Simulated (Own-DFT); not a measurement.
# Misfit strain and the stress it brings: diamond-structure SiGeSn with randomly placed atoms, 64 atoms (Ge44Si16Sn4)

Source: density functional calculations with Own-DFT, an unreviewed in-house program that is no longer used. Nothing was measured or relaxed, and spin and spin-orbit coupling are left out.

All runs used: PBE; PseudoDojo norm-conserving scalar-relativistic files; cutoff 49 hartree; 3 x 3 x 3 k mesh centred on Gamma; Fermi-Dirac smearing of 0.1 eV.

Keep in mind: forces on such cells moved up to 12 meV/angstrom on a denser k mesh; stress not checked against mesh or cutoff.

Unstrained cell vectors in Å: (11.306, 0.000, 0.000); (0.000, 11.306, 0.000); (0.000, 0.000, 11.306). The unstrained cell has measured lattice constants (interpolated for alloys), not those of this functional. That, the random moves and any unrelaxed bonds set the pressure at no strain. Each run strains x and y alike by e, as a substrate would, and holds the height along z. Each coordinate of each atom was shifted by a normal deviate of width 0.05 Å. The random placing of the alloy's atoms differs from row to row. Stress is positive in tension.

| e (%) | u (Å) | (s_xx + s_yy)/2 (GPa) | s_zz (GPa) |
|---|---|---|---|
| -3.00 | 0.048 | -10.86 | -8.72 |
| -2.75 | 0.050 | ? | ? |
| -2.25 | 0.048 | -8.88 | -7.12 |
| -1.50 | 0.050 | -7.55 | -6.38 |
| -0.50 | 0.053 | -5.24 | -4.89 |
| 0.25 | 0.049 | -3.93 | -4.16 |
| 0.75 | 0.052 | -3.01 | -3.51 |
| 1.25 | 0.053 | -2.18 | -3.16 |
| 2.75 | 0.051 | 0.11 | -1.59 |
| 3.00 | 0.052 | 0.56 | -1.15 |

## Worked fit

With e as a fraction, the in-plane stress is -4.4 + 188 e - 855 e² GPa (errors 2 and 106, scatter 0.11), and s_zz is -4.4 + 120 e - 570 e² GPa (slope ± 3, scatter 0.18). At e = 0 the first slope is C11 + C12 and the second 2 C12, both with the ions held to the strained lattice and at the cell's own pressure. The term in e² is negative: the layer stiffens under compression and softens under tension. A free layer would change its height as e changes, and the in-plane slope would drop by 2 C12²/C11 to the biaxial modulus. At fixed height, a misfit of 1 % moves the in-plane stress by about 1.9 GPa and s_zz by 1.2 GPa.

## Test on the hidden row

The question: what are the two stresses at e = -2.75 %?

The fitted form gives -10.2 and -8.1 GPa. The calculation gave -10.07 and -7.85 GPa.
